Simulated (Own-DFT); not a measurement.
## Calculated data, SiGe$_{3}$ (diamond-structure random alloy, atoms displaced)

All values are calculated (Own-DFT development build). A calculation, not a measurement: plane-wave density functional theory by an unreviewed code, no spin, of a simulated periodic cell, stress positive in tension, run twice, with PBE and with PBEsol, both on files made for PBE, so the change isn't that of files made for PBEsol, forces on such cells passed a denser k mesh, this cell's mesh not checked; the far tail of each file's local potential was reset to the Coulomb form; each entry is a single point on an unrelaxed cell, so the pressure reflects the starting lattice, mostly measured values (interpolated for alloys), from which strain is counted, and rises with the displacements; printed positions are rounded, which can move forces by about a meV/angstrom; the program, named Own-DFT, is a retired in-house code; no spin-orbit coupling; stress was not checked against mesh or cutoff.

Common to all runs: functional PBE, then PBEsol; potential files PseudoDojo norm-conserving, scalar-relativistic, standard set; wave cutoff 42 hartree; occupations Fermi-Dirac; smearing width 0.1 eV; k mesh 3 x 3 x 3 centred on Gamma.

(1) SiGe$_{3}$ (diamond-structure random alloy, atoms displaced)

```
cell vectors (Å)
  11.2025     0.0000     0.0000
   0.0000    11.2025     0.0000
   0.0000     0.0000    11.2025
atoms (fractions of the cell vectors)
Ge  0.00139  0.00112  0.99688
Ge  0.00543  0.24506  0.24938
Ge  0.24940  0.99904  0.25006
Si  0.25227  0.24632  0.00175
Si  0.12195  0.12395  0.11857
Si  0.12703  0.37396  0.37742
Ge  0.37545  0.12800  0.37088
Si  0.37917  0.37386  0.12579
Ge  0.00372  0.00412  0.50201
Si  0.00041  0.25104  0.74634
Si  0.24582  0.99631  0.75197
Si  0.24974  0.25268  0.49915
Ge  0.12247  0.12639  0.62235
Ge  0.12456  0.37890  0.87846
Ge  0.37596  0.12939  0.87480
Ge  0.37591  0.37518  0.62527
Si  0.99888  0.49576  0.99757
Ge  0.00074  0.74884  0.24788
Ge  0.25403  0.49659  0.25070
Ge  0.25564  0.74875  0.99505
Ge  0.12552  0.62694  0.12618
Ge  0.12302  0.87465  0.37670
Ge  0.37342  0.62859  0.37177
Ge  0.37850  0.87892  0.12486
Ge  0.99647  0.50344  0.49929
Ge  0.99996  0.74915  0.75001
Ge  0.24494  0.49341  0.75132
Ge  0.24953  0.75151  0.49840
Ge  0.12804  0.62281  0.62630
Si  0.12725  0.88008  0.87797
Si  0.37316  0.63021  0.87396
Ge  0.37026  0.87467  0.62236
Ge  0.50359  0.99675  0.00014
Si  0.49718  0.25201  0.25081
Ge  0.75068  0.99943  0.25278
Si  0.75294  0.24915  0.99672
Ge  0.62887  0.12603  0.12753
Ge  0.62074  0.37597  0.37720
Si  0.86873  0.12470  0.37609
Si  0.87258  0.37301  0.12112
Ge  0.50034  0.00101  0.50391
Ge  0.49867  0.24902  0.75139
Ge  0.74790  0.00200  0.74967
Ge  0.75402  0.24816  0.49917
Ge  0.62653  0.12160  0.62429
Ge  0.62208  0.37817  0.87104
Ge  0.87981  0.12192  0.87239
Si  0.87488  0.37488  0.62392
Ge  0.49365  0.49709  0.99816
Ge  0.50196  0.75131  0.25365
Ge  0.75383  0.49690  0.25142
Ge  0.74984  0.74753  0.99464
Ge  0.62492  0.62807  0.12274
Ge  0.62620  0.87741  0.38075
Ge  0.87693  0.62585  0.37598
Ge  0.87507  0.87673  0.12881
Ge  0.50360  0.49676  0.49900
Ge  0.49600  0.75164  0.74954
Si  0.75071  0.50295  0.75277
Ge  0.75685  0.75221  0.49768
Ge  0.62895  0.62509  0.62456
Ge  0.62409  0.87811  0.88019
Ge  0.87904  0.62574  0.87743
Ge  0.87311  0.87501  0.62156
```

Results for SiGe$_{3}$ (diamond-structure random alloy, atoms displaced): PBE pressure 3.37 GPa; PBE stress xx -3.36 GPa; PBE stress yy -3.35 GPa; PBE stress zz -3.4 GPa; PBE stress yz -0.25 GPa; PBE stress xz 0.65 GPa; PBE stress xy 0.16 GPa; PBEsol pressure 0.67 GPa; PBEsol stress xx -0.65 GPa; PBEsol stress yy -0.65 GPa; PBEsol stress zz -0.7 GPa; PBEsol stress yz -0.24 GPa; PBEsol stress xz 0.62 GPa; PBEsol stress xy 0.15 GPa; rms change of force components from PBE to PBEsol 0.042 eV/Å.

Force:
```tsv
force element	PBE force x (eV/Å)	PBE force y (eV/Å)	PBE force z (eV/Å)	PBEsol force x (eV/Å)	PBEsol force y (eV/Å)	PBEsol force z (eV/Å)
Ge	0.146	-0.429	0.518	0.063	-0.412	0.5
Ge	-0.759	0.456	0.053	-0.74	0.441	0.054
Ge	-0.475	0.415	-0.522	-0.421	0.366	-0.477
Si	-0.279	0.643	0.469	-0.26	0.633	0.381
Si	0.902	0.083	0.408	0.831	0.04	0.44
Si	-0.16	0.043	-0.039	-0.201	0.093	-0.085
Ge	-0.211	0.138	0.594	-0.211	0.065	0.581
Si	-0.659	-0.655	-0.095	-0.65	-0.55	-0.103
Ge	-1.243	-0.218	-0.782	-1.173	-0.245	-0.723
Si	-0.127	0.418	0.203	-0.081	0.36	0.235
Si	0.229	0.699	-0.152	0.275	0.728	-0.204
Si	0.019	-0.127	-0.079	0.065	-0.173	-0.033
Ge	1.087	0.5	0.83	1.017	0.44	0.766
Ge	-0.293	-1.544	0.163	-0.24	-1.465	0.102
Ge	-0.618	-1.128	0.125	-0.524	-1.092	0.105
Ge	-0.321	-0.332	-0.245	-0.278	-0.294	-0.201
Si	-0.279	0.474	1.082	-0.23	0.51	1.016
Ge	-0.055	0.24	0.366	-0.053	0.234	0.359
Ge	-0.46	-0.252	-0.167	-0.442	-0.166	-0.153
Ge	-0.697	0.712	0.523	-0.683	0.703	0.582
Ge	0.156	-0.879	-0.813	0.179	-0.816	-0.754
Ge	-0.008	0.133	-0.287	-0.001	0.127	-0.273
Ge	0.388	-0.574	0.532	0.374	-0.555	0.51
Ge	-0.284	-0.651	0.184	-0.269	-0.63	0.178
Ge	0.692	-0.983	0.284	0.672	-0.879	0.266
Ge	0.551	0.73	0.152	0.501	0.67	0.119
Ge	1.174	1.12	0.1	1.105	1.06	0.068
Ge	-0.223	-0.443	0.04	-0.211	-0.427	0.038
Ge	-0.306	0.188	-0.167	-0.306	0.182	-0.163
Si	-0.045	-0.818	-0.484	-0.094	-0.849	-0.419
Si	0.094	-1.277	-0.571	0.095	-1.247	-0.558
Ge	-0.006	0.47	0.662	0.032	0.419	0.607
Ge	-0.438	1.317	0.39	-0.42	1.262	0.382
Si	0.524	0.079	-0.46	0.558	0.027	-0.398
Ge	-0.053	0.267	0.235	-0.088	0.217	0.191
Si	-0.181	0.233	0.063	-0.222	0.175	0.016
Ge	-0.324	0.589	-0.285	-0.312	0.497	-0.275
Ge	0.703	-0.899	-0.76	0.708	-0.83	-0.694
Si	1.303	-0.151	-0.27	1.272	-0.152	-0.263
Si	0.614	-0.227	0.005	0.601	-0.216	0.089
Ge	-0.509	0.096	-0.473	-0.481	0.084	-0.459
Ge	0.447	0.083	-0.667	0.431	0.087	-0.639
Ge	0.312	-0.6	0.208	0.303	-0.581	0.197
Ge	-0.392	0.44	0.227	-0.455	0.425	0.226
Ge	-0.138	0.879	0.18	-0.135	0.845	0.177
Ge	0.83	-0.311	0.417	0.729	-0.308	0.408
Ge	-0.434	1.04	-0.277	-0.423	0.937	-0.265
Si	-0.103	0.244	0.682	-0.111	0.247	0.591
Ge	0.116	0.781	0.038	0.183	0.758	0.025
Ge	0.164	0.321	-0.42	0.155	0.311	-0.409
Ge	-0.361	0.13	-0.528	-0.384	0.167	-0.469
Ge	0.222	0.525	0.76	0.211	0.508	0.742
Ge	-0.059	-0.74	0.283	-0.055	-0.708	0.274
Ge	-0.097	-0.236	-0.304	-0.088	-0.23	-0.299
Ge	-0.139	-0.037	-0.658	-0.133	-0.031	-0.629
Ge	-0.058	-0.268	-0.8	-0.058	-0.261	-0.77
Ge	-0.791	1.122	0.408	-0.758	1.081	0.394
Ge	0.445	-0.122	0.098	0.461	-0.081	0.056
Si	0.437	-0.408	-0.496	0.388	-0.361	-0.45
Ge	-0.845	-0.39	0.104	-0.817	-0.37	0.1
Ge	0.01	0.06	0.21	-0.024	0.091	0.167
Ge	0.293	-0.632	-1.172	0.28	-0.607	-1.132
Ge	-0.074	-0.792	-0.346	-0.081	-0.691	-0.343
Ge	0.643	0.455	0.726	0.621	0.435	0.696
```

(2) SiGe$_{3}$ (diamond-structure random alloy, atoms displaced)

```
cell vectors (Å)
  11.2025     0.0000     0.0000
   0.0000    11.2025     0.0000
   0.0000     0.0000    11.2025
atoms (fractions of the cell vectors)
Ge  0.99719  0.99394  0.00241
Si  0.99791  0.25087  0.24655
Ge  0.25134  0.00094  0.24906
Si  0.24761  0.24963  0.00309
Ge  0.12669  0.12345  0.12783
Si  0.12169  0.37336  0.37385
Si  0.37840  0.12928  0.37349
Ge  0.37411  0.37640  0.12921
Si  0.00166  0.00418  0.49747
Ge  0.00157  0.25329  0.74940
Ge  0.25136  0.00462  0.74604
Ge  0.25201  0.24866  0.50251
Si  0.12280  0.12592  0.62147
Si  0.11961  0.37044  0.87283
Ge  0.38016  0.12823  0.87582
Si  0.37356  0.37261  0.62532
Ge  0.99225  0.50286  0.00310
Ge  0.99718  0.74616  0.25275
Ge  0.24896  0.50021  0.25077
Ge  0.25063  0.75107  0.99866
Si  0.12048  0.62305  0.12423
Ge  0.12176  0.87024  0.37812
Si  0.37147  0.62524  0.37524
Ge  0.37111  0.87639  0.12550
Si  0.00107  0.50224  0.50325
Ge  0.99629  0.75251  0.74842
Ge  0.24866  0.49470  0.74910
Ge  0.25193  0.74670  0.50233
Ge  0.12285  0.62095  0.62250
Ge  0.12408  0.87490  0.87504
Ge  0.37624  0.62560  0.87706
Ge  0.37539  0.87483  0.62494
Ge  0.49910  0.00150  0.00106
Si  0.49493  0.25085  0.25016
Ge  0.75125  0.99925  0.24825
Ge  0.75482  0.24703  0.00008
Si  0.62216  0.12715  0.12127
Si  0.62184  0.37872  0.37797
Ge  0.87325  0.12927  0.37429
Ge  0.87184  0.37726  0.12506
Ge  0.49945  0.00279  0.49869
Ge  0.49958  0.24998  0.75023
Ge  0.75042  0.00550  0.75306
Ge  0.75422  0.24557  0.50084
Si  0.62516  0.12533  0.62192
Ge  0.62499  0.37154  0.87475
Ge  0.87139  0.12094  0.87776
Ge  0.87147  0.37195  0.62096
Ge  0.49841  0.49601  0.00220
Ge  0.50257  0.74734  0.25374
Ge  0.75000  0.50042  0.24749
Ge  0.74951  0.75400  0.00059
Ge  0.62785  0.62437  0.12694
Ge  0.62800  0.87618  0.36901
Ge  0.87824  0.62017  0.37494
Ge  0.87548  0.87438  0.11991
Ge  0.50115  0.49783  0.49652
Ge  0.49484  0.75283  0.74927
Ge  0.74704  0.50113  0.74791
Si  0.74934  0.75025  0.50509
Ge  0.62424  0.62798  0.63250
Ge  0.62431  0.87481  0.87222
Ge  0.87490  0.62508  0.87751
Ge  0.87314  0.87788  0.62233
```

Results for SiGe$_{3}$ (diamond-structure random alloy, atoms displaced): PBE pressure 3.37 GPa; PBE stress xx -3.35 GPa; PBE stress yy -3.4 GPa; PBE stress zz -3.37 GPa; PBE stress yz -0.2 GPa; PBE stress xz -0.12 GPa; PBE stress xy -0.19 GPa; PBEsol pressure 0.66 GPa; PBEsol stress xx -0.64 GPa; PBEsol stress yy -0.69 GPa; PBEsol stress zz -0.66 GPa; PBEsol stress yz -0.19 GPa; PBEsol stress xz -0.11 GPa; PBEsol stress xy -0.19 GPa; rms change of force components from PBE to PBEsol 0.042 eV/Å.

Force:
```tsv
force element	PBE force x (eV/Å)	PBE force y (eV/Å)	PBE force z (eV/Å)	PBEsol force x (eV/Å)	PBEsol force y (eV/Å)	PBEsol force z (eV/Å)
Ge	0.805	0.952	-0.418	0.772	0.912	-0.406
Si	0.337	0.286	0.41	0.287	0.238	0.359
Ge	-0.01	0.012	1.194	-0.041	-0.024	1.111
Si	-0.028	0.356	-0.596	0.013	0.312	-0.545
Ge	-0.594	0.457	-0.42	-0.573	0.365	-0.401
Si	-0.158	0.102	0.334	-0.078	0.102	0.331
Si	-0.384	-0.272	0.003	-0.429	-0.318	0.056
Ge	-0.398	-0.673	-0.358	-0.39	-0.577	-0.352
Si	-0.171	-0.125	0.225	-0.212	-0.167	0.176
Ge	-0.397	-0.926	-0.206	-0.457	-0.902	-0.214
Ge	-0.468	0.078	0.328	-0.413	0.038	0.35
Ge	-0.374	0.142	-0.601	-0.363	0.136	-0.582
Si	-0.01	-0.142	0.106	0.036	-0.09	0.148
Si	0.742	0.593	1.165	0.683	0.616	1.099
Ge	-1.11	0.017	0.316	-1.034	-0.019	0.272
Si	0.399	0.245	-0.098	0.39	0.24	-0.095
Ge	1.347	-0.573	-0.446	1.227	-0.557	-0.438
Ge	0.34	0.17	-0.8	0.301	0.189	-0.738
Ge	-0.697	0.334	0.276	-0.638	0.289	0.229
Ge	-0.693	-0.513	0.483	-0.639	-0.461	0.437
Si	0.538	0.303	0.103	0.521	0.298	0.102
Ge	0.327	0.715	-0.066	0.344	0.652	-0.098
Si	0.465	-0.204	-0.018	0.457	-0.2	-0.018
Ge	0.757	-0.406	0.095	0.728	-0.386	0.082
Si	-0.111	-1.17	-0.854	-0.141	-1.106	-0.8
Ge	0.343	-0.328	-0.024	0.333	-0.316	-0.015
Ge	-0.02	-0.048	0.346	-0.023	0.022	0.33
Ge	-0.104	-0.035	-0.275	-0.142	0.002	-0.231
Ge	0.086	0.344	0.602	0.126	0.38	0.622
Ge	0.264	0.191	-0.481	0.251	0.179	-0.459
Ge	-0.303	-0.467	-0.252	-0.293	-0.44	-0.244
Ge	-0.27	0.446	-0.369	-0.262	0.427	-0.35
Ge	0.326	-0.226	0.079	0.279	-0.25	0.032
Si	1.159	-0.014	0.191	1.109	0.041	0.137
Ge	-0.173	0.752	-0.684	-0.146	0.694	-0.63
Ge	-0.975	0.194	0.338	-0.912	0.22	0.289
Si	0.056	0.181	0.851	0.093	0.138	0.789
Si	0.567	-1.155	-0.895	0.592	-1.09	-0.84
Ge	0.975	-0.668	-0.563	0.873	-0.648	-0.535
Ge	0.393	-0.726	0.281	0.345	-0.659	0.228
Ge	0.3	0.021	-0.311	0.29	-0.047	-0.301
Ge	0.287	0.101	-0.971	0.279	0.093	-0.862
Ge	-0.747	-0.483	-1.036	-0.689	-0.502	-0.96
Ge	-1.638	0.574	-0.315	-1.511	0.563	-0.31
Si	-0.067	0.024	0.487	-0.062	0.021	0.48
Ge	0.226	0.248	0.146	0.215	0.239	0.137
Ge	1.279	0.482	-0.161	1.225	0.463	-0.152
Ge	0.714	0.953	0.365	0.658	0.883	0.384
Ge	0.488	0.332	-0.112	0.474	0.323	-0.107
Ge	-0.829	-0.03	-0.267	-0.759	0.01	-0.292
Ge	-0.411	-0.444	1.054	-0.363	-0.395	0.979
Ge	-0.338	-0.57	-0.339	-0.32	-0.553	-0.329
Ge	-0.482	0.18	-0.525	-0.461	0.175	-0.502
Ge	0.035	-0.381	1.314	0.006	-0.344	1.235
Ge	-0.731	0.263	0.998	-0.71	0.27	0.89
Ge	-0.172	-0.366	1.256	-0.169	-0.351	1.21
Ge	-0.759	0.546	0.76	-0.714	0.564	0.778
Ge	0.377	-0.239	0.409	0.375	-0.236	0.397
Ge	0.481	-0.428	0.568	0.454	-0.412	0.554
Si	-0.04	-0.16	-0.797	-0.043	-0.157	-0.777
Ge	-0.242	0.119	-1.213	-0.262	0.083	-1.136
Ge	-0.145	0.311	0.232	-0.139	0.304	0.231
Ge	-0.502	0.327	-0.602	-0.487	0.319	-0.577
Ge	0.136	0.421	-0.244	0.139	0.406	-0.161
```
